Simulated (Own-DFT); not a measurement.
GaP (zincblende, atoms displaced) (calculated)

All values are calculated (Own-DFT development build). A calculation, not a measurement: plane-wave PBE density functional theory by an unreviewed code, no spin, of a simulated periodic cell, stress positive in tension, free energy of the whole cell less one offset for each atom, forces on such cells passed a denser k mesh, this cell's mesh not checked; offsets are fitted by least squares, one for each functional and potential file, so energies compare only between cells with the same atoms and settings and are not formation energies; the far tail of each file's local potential was reset to the Coulomb form; each entry is a single point on an unrelaxed cell, so the pressure reflects the starting lattice, mostly measured values (interpolated for alloys), from which strain is counted, and rises with the displacements; printed positions are rounded, which can move forces by about a meV/angstrom; the program, named Own-DFT, is a retired in-house code; no spin-orbit coupling.

```json
{"formula": "GaP", "kind": "zincblende, atoms displaced", "structure": {"cell_angstrom": [[10.901, 0.0, 0.0], [0.0, 10.901, 0.0], [0.0, 0.0, 10.901]], "atoms_fractional": [["Ga", 0.01171, 0.99092, 0.99004], ["Ga", 0.99129, 0.25747, 0.22723], ["Ga", 0.2503, 0.00111, 0.24081], ["Ga", 0.2462, 0.2439, 0.00902], ["P", 0.10869, 0.11908, 0.12936], ["P", 0.12924, 0.37363, 0.38729], ["P", 0.39054, 0.11502, 0.37078], ["P", 0.37945, 0.37198, 0.12886], ["Ga", 0.02649, 0.98507, 0.49924], ["Ga", 0.01127, 0.2617, 0.72712], ["Ga", 0.23814, 0.00819, 0.75992], ["Ga", 0.26554, 0.26584, 0.4955], ["P", 0.13436, 0.11342, 0.63958], ["P", 0.15166, 0.36362, 0.85108], ["P", 0.40014, 0.12671, 0.86929], ["P", 0.37308, 0.36309, 0.62466], ["Ga", 0.97945, 0.51054, 0.97732], ["Ga", 0.00673, 0.73342, 0.25509], ["Ga", 0.2404, 0.5041, 0.24057], ["Ga", 0.25647, 0.74734, 0.98818], ["P", 0.11696, 0.62938, 0.12855], ["P", 0.12021, 0.87703, 0.38914], ["P", 0.34865, 0.62474, 0.38268], ["P", 0.36808, 0.86654, 0.12198], ["Ga", 0.00199, 0.4935, 0.51433], ["Ga", 0.00895, 0.73901, 0.74524], ["Ga", 0.23081, 0.49782, 0.75142], ["Ga", 0.24959, 0.74754, 0.51511], ["P", 0.12398, 0.62887, 0.5887], ["P", 0.12505, 0.87364, 0.87388], ["P", 0.37206, 0.65925, 0.86554], ["P", 0.38601, 0.88296, 0.6311], ["Ga", 0.5265, 0.01387, 0.995], ["Ga", 0.50999, 0.24491, 0.25338], ["Ga", 0.75327, 0.00993, 0.25833], ["Ga", 0.72847, 0.22269, 0.99828], ["P", 0.60925, 0.12891, 0.1328], ["P", 0.62969, 0.35596, 0.35017], ["P", 0.87223, 0.1117, 0.33389], ["P", 0.87616, 0.38735, 0.11161], ["Ga", 0.48232, 0.97941, 0.49088], ["Ga", 0.50384, 0.26727, 0.73957], ["Ga", 0.71271, 0.99073, 0.78283], ["Ga", 0.74527, 0.27206, 0.49818], ["P", 0.61389, 0.10984, 0.61703], ["P", 0.63521, 0.37162, 0.86668], ["P", 0.90882, 0.11971, 0.8903], ["P", 0.88426, 0.37808, 0.64015], ["Ga", 0.49223, 0.50496, 0.00304], ["Ga", 0.50346, 0.74955, 0.23657], ["Ga", 0.76665, 0.4865, 0.25541], ["Ga", 0.77014, 0.74066, 0.00677], ["P", 0.61049, 0.62362, 0.10464], ["P", 0.6246, 0.87074, 0.42188], ["P", 0.89552, 0.65637, 0.38195], ["P", 0.86972, 0.87464, 0.12398], ["Ga", 0.50586, 0.47885, 0.5039], ["Ga", 0.50412, 0.73324, 0.76862], ["Ga", 0.75487, 0.51173, 0.73191], ["Ga", 0.72364, 0.73635, 0.49624], ["P", 0.62361, 0.61208, 0.60316], ["P", 0.60627, 0.87641, 0.85099], ["P", 0.85776, 0.62999, 0.85222], ["P", 0.85296, 0.87198, 0.62908]]}, "settings": {"functional": "PBE", "potential_files": "PseudoDojo norm-conserving, scalar-relativistic, standard set", "wave_cutoff [hartree]": 42.0, "occupations": "Fermi-Dirac", "smearing_width [eV]": 0.1, "k_mesh": "3 x 3 x 3 centred on Gamma"}, "results": {"free_energy_of_cell_above_offsets [eV]": "-8.185", "pressure [GPa]": 8.68, "stress_xx [GPa]": -8.98, "stress_yy [GPa]": -9.4, "stress_zz [GPa]": -7.65, "stress_yz [GPa]": 0.47, "stress_xz [GPa]": 0.91, "stress_xy [GPa]": -1.85, "force_element": ["Ga", "Ga", "Ga", "Ga", "P", "P", "P", "P", "Ga", "Ga", "Ga", "Ga", "P", "P", "P", "P", "Ga", "Ga", "Ga", "Ga", "P", "P", "P", "P", "Ga", "Ga", "Ga", "Ga", "P", "P", "P", "P", "Ga", "Ga", "Ga", "Ga", "P", "P", "P", "P", "Ga", "Ga", "Ga", "Ga", "P", "P", "P", "P", "Ga", "Ga", "Ga", "Ga", "P", "P", "P", "P", "Ga", "Ga", "Ga", "Ga", "P", "P", "P", "P"], "force_x [eV/angstrom]": [-0.391, 0.151, -0.091, 1.121, 1.861, -1.366, -1.903, -0.893, -5.019, 1.261, 3.682, -0.936, -1.648, -3.285, -2.166, 0.321, 1.618, 1.147, 0.538, -2.504, 0.88, 3.953, 2.81, 0.87, -0.895, -0.877, 2.978, 2.75, -1.246, 0.694, -2.858, -2.621, -2.694, -3.833, -6.084, 2.696, 2.333, 1.393, 6.251, -0.743, -0.082, 1.164, 8.236, 0.625, 0.871, -0.407, -4.1, -2.246, -0.893, -0.606, -0.223, -1.984, 2.971, -0.644, -4.279, 1.049, -1.596, 2.859, -1.707, 5.535, -1.436, -3.401, 1.924, 1.117], "force_y [eV/angstrom]": [-1.32, 0.252, -0.259, -0.715, 0.01, -0.089, 1.204, 0.288, 3.528, -2.86, -1.641, -3.32, 2.583, -2.038, 0.515, 3.045, -0.361, 4.175, -0.751, 1.729, -1.07, -3.551, -0.739, 1.439, -0.268, 1.188, 4.244, 3.652, -1.598, -1.681, -6.947, -2.109, -2.232, -0.432, -5.564, 1.475, -1.946, 3.608, 5.86, -1.272, 2.334, -2.307, 7.037, -2.878, 1.844, 1.047, 2.594, 0.687, -1.463, 0.008, 2.287, 0.178, 0.941, 2.292, -4.452, 0.164, -0.071, 1.584, -1.659, -0.829, -1.115, -5.397, 1.052, 0.088], "force_z [eV/angstrom]": [2.623, 1.561, 0.957, -0.513, -0.773, -2.05, -0.513, 0.102, 3.851, 2.38, 1.59, -1.017, -3.789, 3.822, 0.463, 0.981, 0.317, -1.93, 1.062, 2.81, -3.203, -4.754, -1.23, -0.341, -2.31, -1.258, -3.395, -1.394, 5.366, -0.513, 1.183, 1.979, -0.61, -0.61, -3.308, -1.029, 0.16, 2.768, 6.032, -0.742, 0.761, 0.541, -6.004, 0.741, 0.482, 0.349, -2.409, -2.375, -2.158, 2.043, -0.116, -0.521, 2.071, -6.702, 3.077, 0.612, -1.946, -5.765, 0.291, 0.905, 3.069, 6.831, 1.214, 0.286]}}
```
